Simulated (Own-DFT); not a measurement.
# Stretching a layer in its plane: wurtzite AlGaN with randomly placed atoms, 128 atoms (Al40Ga24N64)

Calculated, not measured: single-point runs of Own-DFT, a retired in-house plane-wave DFT program that no person has reviewed, on unrelaxed cells, without spin or spin-orbit coupling.

Settings: PBE; PseudoDojo norm-conserving scalar-relativistic files; cutoff 42 hartree; 3 x 3 x 3 k mesh centred on Gamma; Fermi-Dirac smearing of 0.05 eV.

Limits: forces on such cells passed a denser k mesh, each cell not checked; stress not checked against mesh or cutoff.

Unstrained cell vectors in Å: (12.564, 0.000, 0.000); (-6.282, 10.880, 0.000); (0.000, 0.000, 10.116). The unstrained cell has measured lattice constants (interpolated for alloys), not those of this functional. That, the random moves and any unrelaxed bonds set the pressure at no strain. Each run strains x and y alike by e, as a substrate would, and holds the height along z. Each coordinate of each atom was shifted by a normal deviate of width 0.05 Å. The random placing of the alloy's atoms differs from row to row. Stress is positive in tension.

| e (%) | u (Å) | (s_xx + s_yy)/2 (GPa) | s_zz (GPa) |
|---|---|---|---|
| -3.00 | 0.052 | -27.07 | -12.03 |
| -2.50 | 0.049 | -23.31 | -10.60 |
| -2.25 | 0.050 | -20.95 | -12.03 |
| -0.50 | 0.051 | -9.70 | -9.13 |
| 0.25 | 0.050 | -6.01 | -4.96 |
| 2.00 | 0.054 | ? | ? |
| 2.25 | 0.052 | 5.07 | -6.53 |
| 2.75 | 0.051 | 6.44 | -2.38 |
| 2.75 | 0.049 | 7.03 | -3.88 |

## Fit

With e as a fraction, the in-plane stress is -6.9 + 579 e - 2832 e² GPa (errors 7 and 487, scatter 0.43), and s_zz is -7.6 + 145 e GPa (slope ± 24, scatter 1.52). At e = 0 the first slope is C11 + C12 and the second 2 C13, both with the ions held to the strained lattice and at the cell's own pressure. The term in e² is negative: the layer stiffens under compression and softens under tension. A free layer would change its height as e changes, and the in-plane slope would drop by 2 C13²/C33 to the biaxial modulus. At fixed height, a misfit of 1 % moves the in-plane stress by about 5.8 GPa and s_zz by 1.4 GPa.

## The run left out

Q: what are the two stresses at e = 2.00 %?

From the fit: 3.5 and -4.7 GPa. The run itself gave 2.64 and -4.07 GPa.
